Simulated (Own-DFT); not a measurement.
# Point defects and the pressure they add: D0_22 TiAl3

Calculated, not measured: single-point runs of Own-DFT, a retired in-house plane-wave DFT program that no person has reviewed, on unrelaxed cells, without spin or spin-orbit coupling.

Method: PBEsol; PseudoDojo norm-conserving scalar-relativistic files, made for PBE; cutoff 42 hartree; 4 x 4 x 4 k mesh centred on Gamma; cold (Marzari-Vanderbilt) smearing of 0.2 eV.

Keep in mind: forces on such cells failed a check on a denser k mesh; stress not checked against mesh or cutoff.

All runs share one cell, with vectors in Å (-2.365, -6.981, 4.326); (-7.667, 3.491, 1.442); (-2.950, -3.488, -7.241) and a volume of 625.4 Å³. The atoms are randomly displaced, by u rms on each axis. The defect's site can differ from row to row.

```
cell,formula,u (Å),P (GPa)
no defect,Al30Ti10,0.0191,0.07
no defect,Al30Ti10,0.0207,0.07
no defect,Al30Ti10,0.0476,0.65
two Ti on an Al site each,Al28Ti12,0.0298,1.21
two Ti on an Al site each,Al28Ti12,0.0315,1.24
two Ti on an Al site each,Al28Ti12,0.0491,?
two Ti on an Al site each,Al28Ti12,0.0547,1.78
two Al vacancies,Al28Ti10,0.0295,-0.72
two Al vacancies,Al28Ti10,0.0471,-0.13
two Al vacancies,Al28Ti10,0.0471,-0.21
two Al on a Ti site each,Al32Ti8,0.0313,1.22
two Al on a Ti site each,Al32Ti8,0.0318,1.24
two Al on a Ti site each,Al32Ti8,0.0543,1.88
```

## Working it out

P = P0 + c u² + a shift for each defect gives P0 = -0.06 GPa, c = 317 ± 19 GPa/Å² and a scatter of 0.06 GPa. The shifts, and each times the cell's volume:

- two Al on a Ti site each: 0.99 ± 0.05 GPa, 3.9 eV (1.9 eV for each of its 2 sites)
- two Ti on an Al site each: 0.95 ± 0.05 GPa, 3.7 eV (1.9 eV for each of its 2 sites)
- two Al vacancies: -0.86 ± 0.05 GPa, -3.4 eV (-1.7 eV for each of its 2 sites)

Against the defect-free cell, a freed cell would be larger where the shift is positive and smaller where it is negative (160.2 GPa Å³ is 1 eV). The atoms around the defects weren't relaxed, which would change these numbers.

## Withheld run

Asked: what pressure belongs in the blank (two Ti on an Al site each, u = 0.0491 Å)?

Estimate: 1.66 ± 0.07 GPa. Computed: 1.73 GPa.
